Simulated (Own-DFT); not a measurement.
# Misfit strain and the stress it brings: grey tin, 32 atoms (Sn32)

No measurement is shown. These are fixed-geometry runs of a retired plane-wave code named Own-DFT, which no person has reviewed; spin and spin-orbit coupling are neglected.

Settings: PBE; PseudoDojo norm-conserving scalar-relativistic files; cutoff 42 hartree; 3 x 3 x 5 k mesh centred on Gamma; cold (Marzari-Vanderbilt) smearing of 0.2 eV.

Caveats: forces on such cells failed a check on a denser k mesh; stress not checked against mesh or cutoff.

Unstrained cell vectors in Å: (12.978, 0.000, 0.000); (0.000, 12.978, 0.000); (0.000, 0.000, 6.489). The unstrained cell has measured lattice constants (interpolated for alloys), not those of this functional. That, the random moves and any unrelaxed bonds set the pressure at no strain. Each run strains x and y alike by e, as a substrate would, and holds the height along z. All atoms carry random offsets, Gaussian with a width of 0.05 Å per axis. Stress is positive in tension.

```
e (%)  u (Å)  (s_xx + s_yy)/2 (GPa)  s_zz (GPa)
-2.50  0.054                  -6.86       -5.99
-2.00  0.051                  -6.16       -5.48
-1.50  0.054                  -5.58       -5.13
-1.00  0.052                  -4.85       -4.55
-0.50  0.048                  -4.17       -4.00
 0.25  0.045                  -3.26       -3.35
 0.75  0.045                      ?           ?
 1.25  0.048                  -2.23       -2.61
 2.50  0.053                  -1.03       -1.71
 3.00  0.052                  -0.65       -1.38
```

## Worked fit

With e as a fraction, the in-plane stress is -3.6 + 117 e - 612 e² GPa (errors 1 and 59, scatter 0.05), and s_zz is -3.6 + 87 e - 402 e² GPa (slope ± 1, scatter 0.06). At e = 0 the first slope is C11 + C12 and the second 2 C12, both with the ions held to the strained lattice and at the cell's own pressure. The term in e² is negative: the layer stiffens under compression and softens under tension. A free layer would change its height as e changes, and the in-plane slope would drop by 2 C12²/C11 to the biaxial modulus. At fixed height, a misfit of 1 % moves the in-plane stress by about 1.2 GPa and s_zz by 0.9 GPa.

## Test on the hidden row

The question: what are the two stresses at e = 0.75 %?

The fitted form gives -2.7 and -3.0 GPa. The run itself gave -2.67 and -2.89 GPa.
